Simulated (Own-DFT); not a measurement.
# What a defect does to the pressure of its cell: zincblende GaAs

The numbers are computed, not measured, by runs of the plane-wave DFT program Own-DFT (in-house, retired, unreviewed) at fixed positions, with no spin and no spin-orbit coupling.

Common settings: PBE; PseudoDojo norm-conserving scalar-relativistic files; cutoff 42 hartree; 3 x 3 x 3 k mesh centred on Gamma; Fermi-Dirac smearing of 0.1 eV.

Caveats (not all hold for every row): not probed for a lower state with spin; forces on such cells failed a check on a denser k mesh; forces not confirmed at this smearing and k mesh; forces on such cells passed a denser k mesh, each cell not checked; stress not checked against mesh or cutoff.

All runs share one cell, with vectors in Å (11.307, 0.000, 0.000); (0.000, 11.307, 0.000); (0.000, 0.000, 11.307) and a volume of 1445.4 Å³. Atoms were moved at random from their sites; u is the rms move along one axis. The defect's site can differ from row to row.

| cell | formula | u (Å) | P (GPa) |
|---|---|---|---|
| no defect | As32Ga32 | 0.0191 | 3.52 |
| no defect | As32Ga32 | 0.0203 | 3.52 |
| no defect | As32Ga32 | 0.0495 | 3.97 |
| two As vacancies | As30Ga32 | 0.0305 | 3.30 |
| two As vacancies | As30Ga32 | 0.0316 | 3.29 |
| two As vacancies | As30Ga32 | 0.0500 | 3.53 |
| two As on a Ga site each | As34Ga30 | 0.0292 | ? |
| two As on a Ga site each | As34Ga30 | 0.0298 | 4.78 |
| two As on a Ga site each | As34Ga30 | 0.0325 | 4.86 |
| two As on a Ga site each | As34Ga30 | 0.0330 | 4.82 |
| one As on a Ga site | As33Ga31 | 0.0277 | 4.19 |
| one As on a Ga site | As33Ga31 | 0.0303 | 4.30 |
| one As on a Ga site | As33Ga31 | 0.0472 | 4.49 |
| one Al on a Ga site | AlAs32Ga31 | 0.0505 | 3.97 |
| one Al on a Ga site | AlAs32Ga31 | 0.0511 | 3.99 |
| one Al on a Ga site | AlAs32Ga31 | 0.0521 | 4.00 |

## Worked fit

P = P0 + c u² + a shift for each defect gives P0 = 3.46 GPa, c = 193 ± 14 GPa/Å² and a scatter of 0.03 GPa. The shifts, and each times the cell's volume:

- two As on a Ga site each: 1.16 ± 0.03 GPa, 10.5 eV (5.3 eV for each of its 2 sites)
- one As on a Ga site: 0.61 ± 0.03 GPa, 5.5 eV
- one Al on a Ga site: 0.02 ± 0.04 GPa, 0.2 eV (not resolved)
- two As vacancies: -0.37 ± 0.03 GPa, -3.4 eV (-1.7 eV for each of its 2 sites)

A positive shift means that the defect pushes the cell outwards. Shift times volume (160.2 GPa Å³ is 1 eV) depends little on the cell's size, so, taken for each site, it can be compared between cells at like pressure. The atoms around the defects weren't relaxed, which would change these numbers.

## Test on the hidden row

Question: what pressure belongs in the blank (two As on a Ga site each, u = 0.0292 Å)?

The fit gives 4.79 ± 0.04 GPa. The calculation gave 4.77 GPa.
